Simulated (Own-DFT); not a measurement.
# Two functionals across a range of volumes: D0_22 TiAl3, 40 atoms (Al30Ti10)

Calculated, not measured: single-point runs of Own-DFT, a retired in-house plane-wave DFT program that no person has reviewed, on unrelaxed cells, without spin or spin-orbit coupling.

Limits: forces on such cells failed a check on a denser k mesh; stress not checked against mesh or cutoff.

Each geometry was run with PBE and with PBEsol, otherwise alike: PseudoDojo norm-conserving scalar-relativistic files made for PBE; cutoff 42 hartree; 4 x 4 x 4 k mesh centred on Gamma; cold (Marzari-Vanderbilt) smearing of 0.2 eV. Unstrained cell vectors in Å: (-2.365, -6.981, 4.326); (-7.667, 3.491, 1.442); (-2.950, -3.488, -7.241). Each has a uniform strain, of which the change of volume is shown, and random moves of rms u per axis.

| run | volume change (%) | u (Å) | P with PBE (GPa) | P with PBEsol (GPa) |
|---|---|---|---|---|
| 1 | 2.11 | 0.0468 | 0.34 | -1.52 |
| 2 | -3.37 | 0.0488 | 7.05 | 5.06 |
| 3 | -4.99 | 0.0503 | 9.63 | 7.59 |
| 4 | 2.99 | 0.0511 | -0.43 | -2.27 |
| 5 | -0.10 | 0.0479 | 2.91 | 1.01 |
| 6 | -0.93 | 0.0490 | 3.88 | 1.96 |
| 7 | 0.47 | 0.0535 | 2.40 | 0.51 |
| 8 | 0.46 | 0.0510 | 2.25 | 0.36 |
| 9 | 3.86 | 0.0445 | -1.37 | -3.19 |
| 10 | -0.72 | 0.0449 | 3.60 | ? |

Asked: by how much does PBEsol shrink this cell, and what belongs in the blank?

## Worked answer

Write v for the change of volume as a fraction. Fitted to v and u², the PBE pressure has a slope of -123 ± 4 GPa in v, with the ions held to the strained lattice. The difference PBEsol less PBE is -1.91 + 2.4 v GPa (slope ± 0.1) and averages -1.91 GPa. Divided by the mean slope of the two, 122 GPa, that makes PBEsol's volume at a given pressure, near 2 GPa, about 1.6 % smaller, or 0.52 % in lengths. At one volume PBEsol's slope is the smaller by 2 GPa, but its pressure there is lower too. If stiffness rises by about 4 GPa for each GPa, PBEsol at equal pressure is stiffer by about 5 GPa. Files made for PBEsol would give a different shift.

For run 10 the line gives 1.68 GPa. The run itself gave 1.67 GPa.
